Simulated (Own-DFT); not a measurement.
SiC (4H silicon carbide, atoms displaced) (calculated)

Computed with Own-DFT development build. A calculation, not a measurement: plane-wave PBE density functional theory by an unreviewed code, no spin, of a simulated periodic cell, stress positive in tension, free energy of the whole cell less one offset for each atom, forces on such cells passed a denser k mesh, this cell's mesh not checked; offsets are fitted by least squares, one for each functional and potential file, so energies compare only between cells with the same atoms and settings and are not formation energies; the far tail of each file's local potential was reset to the Coulomb form; each entry is a single point on an unrelaxed cell, so the pressure reflects the starting lattice, mostly measured values (interpolated for alloys), from which strain is counted, and rises with the displacements; printed positions are rounded, which can move forces by about a meV/angstrom; the program, named Own-DFT, is a retired in-house code; no spin-orbit coupling.

Settings shared by all entries: functional PBE; potential files PseudoDojo norm-conserving, scalar-relativistic, standard set; wave cutoff 42 hartree; occupations Fermi-Dirac; smearing width 0.1 eV; hardware one NVIDIA H200; k mesh 3 x 3 x 3 centred on Gamma.

(1) 
```cif
# cell vector a (Å): 12.3308 0.0000 0.0000
# cell vector b (Å): -6.1654 10.6788 0.0000
# cell vector c (Å): 0.0000 0.0000 10.0681
data_SiC
_symmetry_space_group_name_H-M 'P 1'
_symmetry_Int_Tables_number 1
_cell_length_a 12.3308
_cell_length_b 12.3308
_cell_length_c 10.0681
_cell_angle_alpha 90.000
_cell_angle_beta 90.000
_cell_angle_gamma 120.000
_cell_volume 1325.75
loop_
_atom_site_label
_atom_site_type_symbol
_atom_site_fract_x
_atom_site_fract_y
_atom_site_fract_z
_atom_site_occupancy
Si1 Si 0.00099 0.99686 0.40466 1
Si2 Si 0.08169 0.16428 0.15269 1
C1 C 0.00090 0.99648 0.09283 1
C2 C 0.08397 0.16112 0.34189 1
Si3 Si 0.00604 0.24772 0.39614 1
Si4 Si 0.08435 0.41825 0.15409 1
C3 C 0.00597 0.25081 0.08816 1
C4 C 0.08686 0.41405 0.34978 1
Si5 Si 0.00706 0.49862 0.40736 1
Si6 Si 0.08412 0.67506 0.15420 1
C5 C 0.99454 0.49989 0.07820 1
C6 C 0.08141 0.66598 0.35168 1
Si7 Si 0.99928 0.74849 0.39561 1
Si8 Si 0.08990 0.91406 0.15727 1
C7 C 0.00381 0.75652 0.09806 1
C8 C 0.08360 0.92012 0.35243 1
Si9 Si 0.24789 0.98962 0.39884 1
Si10 Si 0.34251 0.17176 0.15571 1
C9 C 0.24021 0.99134 0.10559 1
C10 C 0.33023 0.17149 0.33966 1
Si11 Si 0.25081 0.24439 0.40663 1
Si12 Si 0.34141 0.41634 0.14969 1
C11 C 0.25784 0.25468 0.10409 1
C12 C 0.33544 0.41574 0.34045 1
Si13 Si 0.24915 0.49919 0.41550 1
Si14 Si 0.33105 0.65552 0.16371 1
C13 C 0.24422 0.49604 0.09853 1
C14 C 0.33829 0.67221 0.34078 1
Si15 Si 0.24038 0.75093 0.39925 1
Si16 Si 0.32435 0.91743 0.15302 1
C15 C 0.25613 0.75479 0.10243 1
C16 C 0.33883 0.92664 0.33803 1
Si17 Si 0.49261 0.99126 0.40965 1
Si18 Si 0.58635 0.16816 0.16103 1
C17 C 0.50667 0.00523 0.08836 1
C18 C 0.59246 0.17193 0.34943 1
Si19 Si 0.49384 0.25657 0.40338 1
Si20 Si 0.57917 0.41257 0.15088 1
C19 C 0.48133 0.24429 0.10016 1
C20 C 0.57932 0.41303 0.33185 1
Si21 Si 0.50327 0.50027 0.39882 1
Si22 Si 0.57956 0.66808 0.15587 1
C21 C 0.49841 0.50059 0.09713 1
C22 C 0.58018 0.66092 0.34040 1
Si23 Si 0.50273 0.75273 0.39982 1
Si24 Si 0.58756 0.92288 0.15162 1
C23 C 0.50019 0.74246 0.08703 1
C24 C 0.58223 0.91393 0.33897 1
Si25 Si 0.75782 0.00506 0.40535 1
Si26 Si 0.82815 0.16759 0.15021 1
C25 C 0.74713 0.00552 0.09563 1
C26 C 0.82952 0.16781 0.33804 1
Si27 Si 0.74012 0.25194 0.40792 1
Si28 Si 0.82931 0.42031 0.16587 1
C27 C 0.74503 0.25092 0.09132 1
C28 C 0.83219 0.42296 0.33780 1
Si29 Si 0.75650 0.51538 0.41893 1
Si30 Si 0.83941 0.66953 0.15428 1
C29 C 0.75136 0.51110 0.08531 1
C30 C 0.83543 0.67008 0.34764 1
Si31 Si 0.75891 0.76311 0.41079 1
Si32 Si 0.82660 0.91702 0.15901 1
C31 C 0.74056 0.74201 0.09907 1
C32 C 0.83688 0.91966 0.32883 1
Si33 Si 0.00520 0.00559 0.90573 1
Si34 Si 0.92289 0.84460 0.66257 1
C33 C 0.99847 0.99665 0.58597 1
C34 C 0.92298 0.82649 0.84616 1
Si35 Si 0.99918 0.74456 0.90911 1
Si36 Si 0.92836 0.59090 0.65780 1
C35 C 0.99942 0.74689 0.58940 1
C36 C 0.90808 0.57241 0.84319 1
Si37 Si 0.00170 0.50683 0.90102 1
Si38 Si 0.92020 0.33844 0.66844 1
C37 C 0.99840 0.50078 0.59532 1
C38 C 0.92198 0.33372 0.84533 1
Si39 Si 0.99912 0.25427 0.89687 1
Si40 Si 0.92103 0.08413 0.66158 1
C39 C 0.00125 0.25007 0.58967 1
C40 C 0.92035 0.08472 0.83946 1
Si41 Si 0.74026 0.99607 0.90296 1
Si42 Si 0.67384 0.83945 0.67034 1
C41 C 0.75494 0.99818 0.59374 1
C42 C 0.65834 0.82430 0.83934 1
Si43 Si 0.75279 0.74134 0.90867 1
Si44 Si 0.66327 0.57566 0.64836 1
C43 C 0.75816 0.76009 0.59985 1
C44 C 0.67472 0.58272 0.84517 1
Si45 Si 0.74944 0.49812 0.90565 1
Si46 Si 0.66691 0.32874 0.64863 1
C45 C 0.75376 0.49891 0.59757 1
C46 C 0.66468 0.33184 0.84536 1
Si47 Si 0.75220 0.24906 0.90329 1
Si48 Si 0.66607 0.08694 0.65172 1
C47 C 0.75558 0.25980 0.60136 1
C48 C 0.66157 0.07621 0.84824 1
Si49 Si 0.51015 0.00536 0.89134 1
Si50 Si 0.42115 0.83337 0.65892 1
C49 C 0.49480 0.00364 0.59487 1
C50 C 0.41846 0.83602 0.84413 1
Si51 Si 0.49408 0.75013 0.88873 1
Si52 Si 0.41601 0.58698 0.64398 1
C51 C 0.50222 0.75734 0.58795 1
C52 C 0.40631 0.57517 0.85324 1
Si53 Si 0.50993 0.49815 0.91683 1
Si54 Si 0.42606 0.33295 0.65235 1
C53 C 0.50632 0.49624 0.60339 1
C54 C 0.41747 0.32996 0.84345 1
Si55 Si 0.50104 0.25503 0.90811 1
Si56 Si 0.41364 0.08228 0.65517 1
C55 C 0.50396 0.25846 0.59669 1
C56 C 0.41483 0.08326 0.84011 1
Si57 Si 0.26112 0.01327 0.91644 1
Si58 Si 0.16935 0.83539 0.65512 1
C57 C 0.25954 0.00142 0.59393 1
C58 C 0.16856 0.83285 0.83948 1
Si59 Si 0.25566 0.76030 0.91127 1
Si60 Si 0.17096 0.58409 0.66074 1
C59 C 0.26117 0.75830 0.59103 1
C60 C 0.17145 0.58563 0.83779 1
Si61 Si 0.24501 0.50545 0.90712 1
Si62 Si 0.16873 0.33546 0.64662 1
C61 C 0.23949 0.49954 0.60576 1
C62 C 0.17009 0.33971 0.84485 1
Si63 Si 0.24730 0.24161 0.90539 1
Si64 Si 0.16248 0.07669 0.66314 1
C63 C 0.25465 0.25659 0.59757 1
C64 C 0.16802 0.08060 0.84244 1
_calc_free_energy_of_cell_above_offsets '-5.043'  # eV
_calc_pressure 6.25  # GPa
_calc_stress_xx -8.22  # GPa
_calc_stress_yy -4.5  # GPa
_calc_stress_zz -6.02  # GPa
_calc_stress_yz 0.55  # GPa
_calc_stress_xz 0.46  # GPa
_calc_stress_xy -0.46  # GPa
_calc_wall_time 511.5  # s
```

Force:
```
element  x (eV/Å)  y (eV/Å)  z (eV/Å)
     Si    -1.278     1.128    -0.777
     Si     1.132     0.272     0.357
      C     -0.39     0.177     0.007
      C    -0.052      0.31     0.044
     Si    -2.075     -0.61     1.552
     Si    -1.031    -0.705     0.181
      C    -2.089    -0.208     0.224
      C    -0.638     0.686    -1.552
     Si    -1.999    -0.711     0.259
     Si      1.77    -2.497     0.215
      C     0.612     0.714     4.016
      C    -0.345    -0.735    -2.606
     Si     -0.38     0.739     3.043
     Si    -5.192     0.661      1.63
      C    -0.135    -1.366     -0.93
      C     1.483    -2.102    -2.295
     Si    -1.121     3.747     2.213
     Si     -7.63    -4.163     3.324
      C      2.39     4.372    -3.085
      C     2.381     -2.48     0.677
     Si    -1.752     1.868     0.331
     Si    -3.155      0.31     1.699
      C    -0.995     -2.62    -2.713
      C    -0.653     0.121     1.312
     Si     1.016     0.736    -1.405
     Si       0.2       2.2    -2.069
      C     1.311     0.366    -1.116
      C    -1.496    -1.226     2.129
     Si     4.084     1.128     1.487
     Si     4.647     0.405     0.511
      C    -0.766    -1.341    -1.229
      C    -0.333    -2.664    -0.296
     Si     1.824     2.197    -0.724
     Si    -1.122    -0.647    -0.414
      C    -1.942    -0.347    -0.219
      C    -4.962    -2.779    -1.088
     Si     1.945    -1.319     0.483
     Si     0.123     1.411     0.188
      C     9.246     3.813     -3.81
      C     1.119     1.766     2.217
     Si    -0.499    -0.971     0.984
     Si     0.784    -1.055      0.07
      C     1.832     0.353     -0.49
      C     0.537     2.271     1.233
     Si     0.199    -0.557     0.478
     Si    -1.533    -2.496     0.384
      C    -2.076     2.064    -0.212
      C     0.376      1.36     0.831
     Si    -1.324     -0.62    -0.491
     Si     1.224     1.305     0.775
      C     1.647    -0.949    -1.842
      C     0.651     0.766     0.932
     Si     4.927      2.23     0.717
     Si      0.42     0.124    -4.587
      C     0.669     1.122    -0.063
      C     0.707     0.065     3.973
     Si     0.249    -3.139    -2.598
     Si    -2.396     0.039     1.081
      C     0.594    -2.559     1.859
      C    -0.669     0.992    -1.098
     Si    -0.889    -1.853      -0.6
     Si     1.157    -0.389    -4.158
      C     1.876     2.089    -1.077
      C     0.001     0.341     4.914
     Si     -0.31    -2.014     0.956
     Si     1.032    -3.486    -0.849
      C     0.263     1.604     1.962
      C    -2.202     2.038     0.291
     Si     1.316     0.214    -0.763
     Si    -1.892    -1.329    -0.151
      C     0.048     2.247     0.138
      C     1.054     2.581    -0.318
     Si     1.214    -1.129    -0.421
     Si     0.706    -0.524    -3.362
      C     1.562     0.148     0.141
      C    -2.468     0.782      0.53
     Si     3.272    -0.844     1.815
     Si    -0.475     0.625    -2.613
      C    -0.293    -0.121     0.214
      C    -1.071    -0.683     1.707
     Si     2.794    -0.719     0.944
     Si    -0.483    -1.131    -5.004
      C    -1.055     1.275     0.248
      C     1.505      1.31     3.378
     Si    -1.147      1.53      0.22
     Si     2.052     3.099     2.439
      C    -0.498    -1.416    -0.595
      C    -1.643    -0.662    -1.093
     Si     0.214    -0.807    -0.483
     Si    -1.434     2.145     2.349
      C    -0.032     0.419     0.104
      C     0.689     -0.27    -0.369
     Si    -0.974     0.452     0.648
     Si     0.882    -0.406     0.075
      C     1.158    -2.227    -1.403
      C     2.765     3.645    -3.152
     Si    -4.837    -1.903     3.558
     Si    -1.309     0.818    -0.998
      C     2.264    -0.643     0.026
      C    -0.592     0.748    -0.605
     Si      1.35    -2.689     3.521
     Si     0.646    -0.865     2.823
      C     1.584    -0.775     0.611
      C      2.24     1.782    -2.222
     Si    -2.646     0.286    -2.475
     Si    -3.558     0.593     2.333
      C     -3.15     0.769    -3.182
      C    -0.401     0.678     0.235
     Si     0.386    -1.645     -0.16
     Si      0.47     1.943      0.41
      C      1.68    -2.927    -2.179
      C     1.397     1.006     0.992
     Si    -0.914    -3.312    -1.132
     Si     0.466    -0.593    -0.533
      C    -3.284    -0.765    -1.169
      C    -0.613     0.715     1.957
     Si     0.049    -1.565    -0.488
     Si    -2.705     2.216    -1.399
      C    -1.537    -1.627    -0.232
      C    -2.253     1.525     2.273
     Si     1.863    -1.892      0.91
     Si     -0.43    -0.878     2.761
      C     3.782     0.032    -3.385
      C    -0.104    -1.686     -0.69
     Si    -0.602     3.392     0.612
     Si     1.228     1.595    -2.924
      C     0.927    -1.754    -0.902
      C    -0.168    -0.066     1.288
```

(2) 
```cif
# cell vector a (Å): 12.3308 0.0000 0.0000
# cell vector b (Å): -6.1654 10.6788 0.0000
# cell vector c (Å): 0.0000 0.0000 10.0681
data_SiC
_symmetry_space_group_name_H-M 'P 1'
_symmetry_Int_Tables_number 1
_cell_length_a 12.3308
_cell_length_b 12.3308
_cell_length_c 10.0681
_cell_angle_alpha 90.000
_cell_angle_beta 90.000
_cell_angle_gamma 120.000
_cell_volume 1325.75
loop_
_atom_site_label
_atom_site_type_symbol
_atom_site_fract_x
_atom_site_fract_y
_atom_site_fract_z
_atom_site_occupancy
Si1 Si 0.00144 0.00818 0.41010 1
Si2 Si 0.08054 0.15551 0.14041 1
C1 C 0.99954 0.00114 0.10120 1
C2 C 0.08991 0.17667 0.34528 1
Si3 Si 0.99232 0.25178 0.40264 1
Si4 Si 0.08249 0.42198 0.15707 1
C3 C 0.99083 0.25445 0.09887 1
C4 C 0.08618 0.41627 0.33937 1
Si5 Si 0.00872 0.50945 0.41430 1
Si6 Si 0.07345 0.66060 0.15198 1
C5 C 0.00712 0.51060 0.08956 1
C6 C 0.08178 0.66405 0.34799 1
Si7 Si 0.99943 0.74300 0.40158 1
Si8 Si 0.08930 0.91801 0.16065 1
C7 C 0.99378 0.74556 0.09349 1
C8 C 0.07836 0.90638 0.34796 1
Si9 Si 0.25146 0.00097 0.39951 1
Si10 Si 0.32717 0.16327 0.16513 1
C9 C 0.25672 0.00660 0.09281 1
C10 C 0.33673 0.17355 0.34372 1
Si11 Si 0.24828 0.25574 0.40279 1
Si12 Si 0.32935 0.41402 0.15520 1
C11 C 0.24282 0.24501 0.10072 1
C12 C 0.32575 0.41615 0.33764 1
Si13 Si 0.25465 0.50891 0.41379 1
Si14 Si 0.33213 0.66907 0.15561 1
C13 C 0.25664 0.50680 0.08775 1
C14 C 0.31766 0.66373 0.34114 1
Si15 Si 0.25089 0.74312 0.40087 1
Si16 Si 0.33316 0.91401 0.15461 1
C15 C 0.25034 0.75860 0.09771 1
C16 C 0.32930 0.91996 0.33209 1
Si17 Si 0.48994 0.99521 0.40552 1
Si18 Si 0.57960 0.16644 0.15482 1
C17 C 0.51324 0.00582 0.07811 1
C18 C 0.59655 0.17717 0.33707 1
Si19 Si 0.50186 0.25465 0.41556 1
Si20 Si 0.58336 0.41895 0.16664 1
C19 C 0.50210 0.24457 0.10043 1
C20 C 0.58250 0.42120 0.34207 1
Si21 Si 0.51555 0.50283 0.40187 1
Si22 Si 0.57683 0.65620 0.15158 1
C21 C 0.49835 0.49305 0.07683 1
C22 C 0.58206 0.65256 0.35367 1
Si23 Si 0.49061 0.74217 0.40369 1
Si24 Si 0.58350 0.91835 0.15274 1
C23 C 0.50429 0.75749 0.09512 1
C24 C 0.57587 0.90938 0.34766 1
Si25 Si 0.75257 0.00294 0.40026 1
Si26 Si 0.84291 0.17471 0.16748 1
C25 C 0.75064 0.00415 0.09056 1
C26 C 0.83380 0.15723 0.34285 1
Si27 Si 0.74146 0.24678 0.40636 1
Si28 Si 0.83761 0.41342 0.15782 1
C27 C 0.74662 0.24419 0.09717 1
C28 C 0.83634 0.42115 0.34361 1
Si29 Si 0.75524 0.50111 0.40130 1
Si30 Si 0.83840 0.67158 0.16672 1
C29 C 0.74805 0.50558 0.09118 1
C30 C 0.82732 0.65650 0.33896 1
Si31 Si 0.74656 0.74994 0.41604 1
Si32 Si 0.82973 0.91347 0.15730 1
C31 C 0.74720 0.75086 0.08502 1
C32 C 0.82846 0.92269 0.33752 1
Si33 Si 0.99865 0.00569 0.90716 1
Si34 Si 0.90045 0.83114 0.64967 1
C33 C 0.98989 0.99963 0.59452 1
C34 C 0.91183 0.83969 0.84509 1
Si35 Si 0.99949 0.75012 0.89937 1
Si36 Si 0.91708 0.58531 0.65386 1
C35 C 0.00320 0.75168 0.59730 1
C36 C 0.91734 0.57959 0.85208 1
Si37 Si 0.00389 0.50512 0.91662 1
Si38 Si 0.91264 0.32854 0.65070 1
C37 C 0.00753 0.49970 0.59483 1
C38 C 0.92779 0.33658 0.83546 1
Si39 Si 0.00220 0.24606 0.91649 1
Si40 Si 0.90934 0.07634 0.65767 1
C39 C 0.00481 0.25000 0.60087 1
C40 C 0.91981 0.08708 0.83503 1
Si41 Si 0.75508 0.99624 0.92070 1
Si42 Si 0.66135 0.83017 0.65879 1
C41 C 0.75823 0.00519 0.59410 1
C42 C 0.67717 0.84212 0.84086 1
Si43 Si 0.75345 0.75009 0.90914 1
Si44 Si 0.67020 0.58613 0.65354 1
C43 C 0.75420 0.75006 0.59054 1
C44 C 0.66930 0.57605 0.85663 1
Si45 Si 0.76021 0.50739 0.91441 1
Si46 Si 0.66711 0.34085 0.66661 1
C45 C 0.75164 0.49815 0.59002 1
C46 C 0.67004 0.33712 0.82748 1
Si47 Si 0.75077 0.24585 0.90976 1
Si48 Si 0.66455 0.08281 0.67314 1
C47 C 0.74056 0.24184 0.59653 1
C48 C 0.66170 0.07681 0.85204 1
Si49 Si 0.49521 0.99526 0.90150 1
Si50 Si 0.40404 0.81392 0.65795 1
C49 C 0.49838 0.99857 0.59168 1
C50 C 0.42256 0.82806 0.84319 1
Si51 Si 0.49853 0.75357 0.90838 1
Si52 Si 0.41683 0.57933 0.66701 1
C51 C 0.50164 0.75362 0.59552 1
C52 C 0.41878 0.58930 0.84665 1
Si53 Si 0.49978 0.50292 0.90202 1
Si54 Si 0.41462 0.34054 0.66264 1
C53 C 0.50198 0.51170 0.58387 1
C54 C 0.41761 0.34750 0.83120 1
Si55 Si 0.50237 0.25667 0.89196 1
Si56 Si 0.42919 0.09374 0.66598 1
C55 C 0.49854 0.25193 0.58489 1
C56 C 0.41339 0.07844 0.84662 1
Si57 Si 0.25799 0.00125 0.91137 1
Si58 Si 0.15900 0.83309 0.65668 1
C57 C 0.25968 0.00922 0.59061 1
C58 C 0.16583 0.83495 0.83137 1
Si59 Si 0.23734 0.74556 0.90869 1
Si60 Si 0.16669 0.59027 0.64385 1
C59 C 0.26071 0.75580 0.58847 1
C60 C 0.17201 0.59152 0.84582 1
Si61 Si 0.23997 0.50698 0.90415 1
Si62 Si 0.15785 0.32763 0.66800 1
C61 C 0.24209 0.49263 0.59686 1
C62 C 0.17320 0.33734 0.84261 1
Si63 Si 0.25178 0.24940 0.90870 1
Si64 Si 0.17484 0.08434 0.65796 1
C63 C 0.26373 0.25576 0.60644 1
C64 C 0.17622 0.08817 0.84626 1
_calc_pressure ?
_calc_stress_yy ?
_calc_stress_zz ?
```

## Withheld values
1. What pressure does the calculation give for SiC (4H silicon carbide, atoms displaced) (entry 2)?
2. Give the missing stress yy for SiC (4H silicon carbide, atoms displaced) (entry 2).
3. What stress zz does the calculation give for SiC (4H silicon carbide, atoms displaced) (entry 2)?
4. Give the table of force values for SiC (4H silicon carbide, atoms displaced) (entry 2).

Calculated values
1. 7.15 GPa
2. -5.79 GPa
3. -10.81 GPa
4. 
Force:
```
element  x (eV/Å)  y (eV/Å)  z (eV/Å)
     Si     0.042    -0.672    -0.969
     Si    -2.045     4.359     4.471
      C     0.219    -3.419     -2.08
      C    -1.587    -2.302    -0.981
     Si     3.158     0.204     1.655
     Si     1.692     0.187    -0.243
      C     4.063     0.501    -1.296
      C     -1.41     1.125     1.438
     Si    -0.338    -3.202    -1.655
     Si     1.085     3.675     2.019
      C    -0.172    -3.573     1.906
      C     0.704     0.896     -1.51
     Si     -1.27     0.504     1.575
     Si    -0.796    -0.784    -0.684
      C     1.211     1.934    -0.499
      C    -0.419     2.362    -0.429
     Si    -0.931       0.6     1.674
     Si     1.695      1.76    -1.665
      C    -0.453    -1.979     0.733
      C    -0.292    -0.929     1.066
     Si     1.468      0.12     1.962
     Si     0.136      0.56    -0.665
      C     1.542     0.981    -2.187
      C      1.78     1.915     1.152
     Si     -0.02    -3.494    -1.123
     Si     0.211      0.32    -0.896
      C    -1.539    -0.908     0.707
      C     5.138    -0.747    -1.014
     Si    -4.169     4.014     1.389
     Si     0.729     2.964    -1.142
      C     -0.55    -3.146     -1.29
      C     1.243    -1.231     2.085
     Si     1.678     1.315     0.222
     Si     2.071    -0.666    -0.118
      C    -2.515    -1.275      3.27
      C    -4.517    -3.193     0.392
     Si     0.443     -0.52    -4.352
     Si     0.557    -1.165    -4.071
      C    -3.206     2.297    -1.995
      C     3.289    -1.936      1.36
     Si    -5.213    -2.834      2.26
     Si     0.464     1.455     0.325
      C    -0.953    -0.112     4.323
      C    -1.766     5.527    -3.293
     Si     1.192     0.439     0.746
     Si     0.461     0.815     1.013
      C    -0.272    -2.285     0.272
      C     0.179     1.038    -1.147
     Si    -1.991    -2.144     2.562
     Si    -3.254    -2.828     -2.16
      C     1.254     0.027     3.742
      C    -2.056     3.087     0.794
     Si     3.621     1.517     1.516
     Si    -1.945     0.675    -0.624
      C     0.764      1.67    -0.183
      C     1.454    -1.082     0.588
     Si    -1.095      -1.5     0.932
     Si    -2.046    -1.055    -4.012
      C     1.578    -0.966     2.629
      C     0.089     3.173     2.914
     Si     0.606     0.413    -3.774
     Si    -0.629     0.388    -0.964
      C     0.538    -0.392     3.544
      C     2.413    -2.147     1.595
     Si     1.521    -0.573     -0.52
     Si     5.547     2.915     2.577
      C     2.814    -0.355    -0.193
      C     2.134    -0.804    -0.872
     Si    -1.095     0.633     0.705
     Si     0.824    -0.853      0.94
      C    -2.553    -0.961    -1.435
      C     0.326     1.523    -1.943
     Si     0.531    -1.607    -4.328
     Si     0.694     0.135     0.698
      C    -2.866    -0.069     0.001
      C     -1.56    -0.229     2.665
     Si    -1.001     1.559    -2.648
     Si     1.085     2.816    -0.663
      C     -2.52     -1.43    -2.181
      C    -0.304    -0.349     3.845
     Si    -1.015     1.394    -4.421
     Si     0.919     2.168    -0.669
      C    -3.222    -2.135    -0.764
      C    -0.929    -2.463     1.244
     Si    -1.245    -0.541    -1.517
     Si    -0.233    -1.266     1.099
      C    -3.915     -1.83     0.668
      C    -1.293      2.38    -2.969
     Si    -1.242    -2.218    -1.118
     Si     0.626    -1.475    -7.891
      C    -0.359     1.196    -0.121
      C     0.344    -0.365     8.655
     Si     0.317     0.728     -1.13
     Si     0.554    -1.222    -3.391
      C      0.47     1.897    -0.303
      C     1.092     0.875     0.199
     Si      1.18    -0.131    -0.438
     Si     3.041     5.106     1.141
      C     0.004    -0.264     1.512
      C    -4.373     1.063    -0.289
     Si      2.93    -0.631     0.206
     Si     -1.33     1.125    -2.386
      C     -0.21     -2.35    -0.909
      C      -0.2    -0.646     0.617
     Si     0.413     0.649    -0.762
     Si     2.698     1.165    -4.299
      C     1.646    -1.872     2.097
      C     1.334    -2.447     4.646
     Si     0.114    -0.134     2.431
     Si    -1.091    -2.209    -3.021
      C     0.485     1.417     5.298
      C      1.03     2.142    -0.338
     Si    -2.574    -0.328    -1.227
     Si     2.899     2.332    -2.443
      C    -0.087    -1.838     0.131
      C     0.145    -0.018     3.898
     Si     2.234     2.466      -0.1
     Si     1.997    -0.814     2.527
      C    -4.732    -2.191    -1.286
      C    -2.768     -0.72    -1.728
     Si     4.422    -1.588     0.315
     Si     2.453     0.814    -2.499
      C     0.814     1.745     0.574
      C    -1.211    -0.311     3.455
     Si     0.026     1.331    -0.358
     Si    -1.322      0.55    -0.329
      C    -4.843    -1.804    -2.816
      C    -0.889    -1.419     0.348
```

Further results for SiC (4H silicon carbide, atoms displaced) (entry 2):

* free energy of cell above offsets: -1.191 eV
* stress xx: -4.85 GPa
* stress yz: -0.82 GPa
* stress xz: -0.6 GPa
* stress xy: -0.28 GPa
* wall time: 551.7 s
